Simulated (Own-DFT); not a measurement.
# Two functionals across a range of volumes: C11b WSi2, 30 atoms (Si20W10)

No measurement is shown. These are fixed-geometry runs of a retired plane-wave code named Own-DFT, which no person has reviewed; spin and spin-orbit coupling are neglected.

Caveats: forces on such cells failed a check on a denser k mesh; stress not checked against mesh or cutoff.

Each geometry was run with PBE and with PBEsol, otherwise alike: PseudoDojo norm-conserving scalar-relativistic files made for PBE; cutoff 50 hartree; 5 x 5 x 5 k mesh centred on Gamma; cold (Marzari-Vanderbilt) smearing of 0.2 eV. Unstrained cell vectors in Å: (-2.149, -5.953, 3.409); (-6.444, 2.976, 1.136); (-2.553, -2.948, -6.757). Each has a uniform strain, of which the change of volume is shown, and random moves of rms u per axis.

| run | volume change (%) | u (Å) | P with PBE (GPa) | P with PBEsol (GPa) |
|---|---|---|---|---|
| 1 | 3.15 | 0.0572 | -0.76 | -4.70 |
| 2 | -0.26 | 0.0469 | 7.63 | 3.53 |
| 3 | -1.57 | 0.0495 | 10.13 | 5.97 |
| 4 | 0.57 | 0.0499 | 5.08 | 1.01 |
| 5 | -0.51 | 0.0502 | 8.22 | 4.12 |
| 6 | 2.02 | 0.0531 | 2.00 | -1.98 |
| 7 | -0.82 | 0.0474 | 8.64 | 4.51 |
| 8 | 3.75 | 0.0485 | -2.14 | -6.05 |
| 9 | -0.92 | 0.0527 | 7.81 | 3.66 |
| 10 | -0.48 | 0.0468 | 6.98 | 2.87 |
| 11 | 0.28 | 0.0486 | 5.73 | ? |

Q: by how much does PBEsol shrink this cell, and what belongs in the blank?

## Working it out

Write v for the change of volume as a fraction. Fitted to v and u², the PBE pressure has a slope of -226 ± 10 GPa in v, with the ions held to the strained lattice. The difference PBEsol less PBE is -4.09 + 4.8 v GPa (slope ± 0.2) and averages -4.07 GPa. Divided by the mean slope of the two, 223 GPa, that makes PBEsol's volume at a given pressure, near 3 GPa, about 1.8 % smaller, or 0.61 % in lengths. At one volume PBEsol's slope is the smaller by 5 GPa, but its pressure there is lower too. If stiffness rises by about 4 GPa for each GPa, PBEsol at equal pressure is stiffer by about 11 GPa. Files made for PBEsol would give a different shift.

For run 11 the line gives 1.66 GPa. The run itself gave 1.66 GPa.
